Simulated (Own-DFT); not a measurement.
# Point defects and the pressure they add: C40 NbSi2

Source: density functional calculations with Own-DFT, an unreviewed in-house program that is no longer used. Nothing was measured or relaxed, and spin and spin-orbit coupling are left out.

Common settings: PBE; PseudoDojo norm-conserving scalar-relativistic files; cutoff 42 hartree; 4 x 4 x 5 k mesh centred on Gamma; cold (Marzari-Vanderbilt) smearing of 0.2 eV.

Limits: forces on such cells failed a check on a denser k mesh; stress not checked against mesh or cutoff.

All runs share one cell, with vectors in Å (0.000, 8.324, 0.000); (-9.613, 0.000, 0.000); (0.000, 0.000, 6.586) and a volume of 527.0 Å³. u is the rms random offset of the atoms per axis. The defect's site can differ from row to row.

```
cell,formula,u (Å),P (GPa)
no defect,Nb12Si24,0.0196,1.50
no defect,Nb12Si24,0.0211,1.53
no defect,Nb12Si24,0.0554,2.61
two Si on a Nb site each,Nb10Si26,0.0302,1.52
two Si on a Nb site each,Nb10Si26,0.0317,1.69
two Si on a Nb site each,Nb10Si26,0.0555,2.47
one Si vacancy,Nb12Si23,0.0300,0.99
one Si vacancy,Nb12Si23,0.0312,1.24
one Si vacancy,Nb12Si23,0.0543,?
one Si vacancy,Nb12Si23,0.0556,2.01
two Nb on a Si site each,Nb14Si22,0.0297,7.71
two Nb on a Si site each,Nb14Si22,0.0307,7.73
two Nb on a Si site each,Nb14Si22,0.0511,8.16
```

## Worked fit

P = P0 + c u² + a shift for each defect gives P0 = 1.38 GPa, c = 388 ± 28 GPa/Å² and a scatter of 0.10 GPa. The shifts, and each times the cell's volume:

- two Nb on a Si site each: 5.91 ± 0.08 GPa, 19.5 eV (9.7 eV for each of its 2 sites)
- two Si on a Nb site each: -0.13 ± 0.08 GPa, -0.4 eV (-0.2 eV for each of its 2 sites) (not resolved)
- one Si vacancy: -0.61 ± 0.08 GPa, -2.0 eV

Against the defect-free cell, a freed cell would be larger where the shift is positive and smaller where it is negative (160.2 GPa Å³ is 1 eV). The atoms around the defects weren't relaxed, which would change these numbers.

## Prediction

Asked: what pressure belongs in the blank (one Si vacancy, u = 0.0543 Å)?

The fitted form gives 1.92 ± 0.12 GPa. The hidden result is 1.71 GPa.
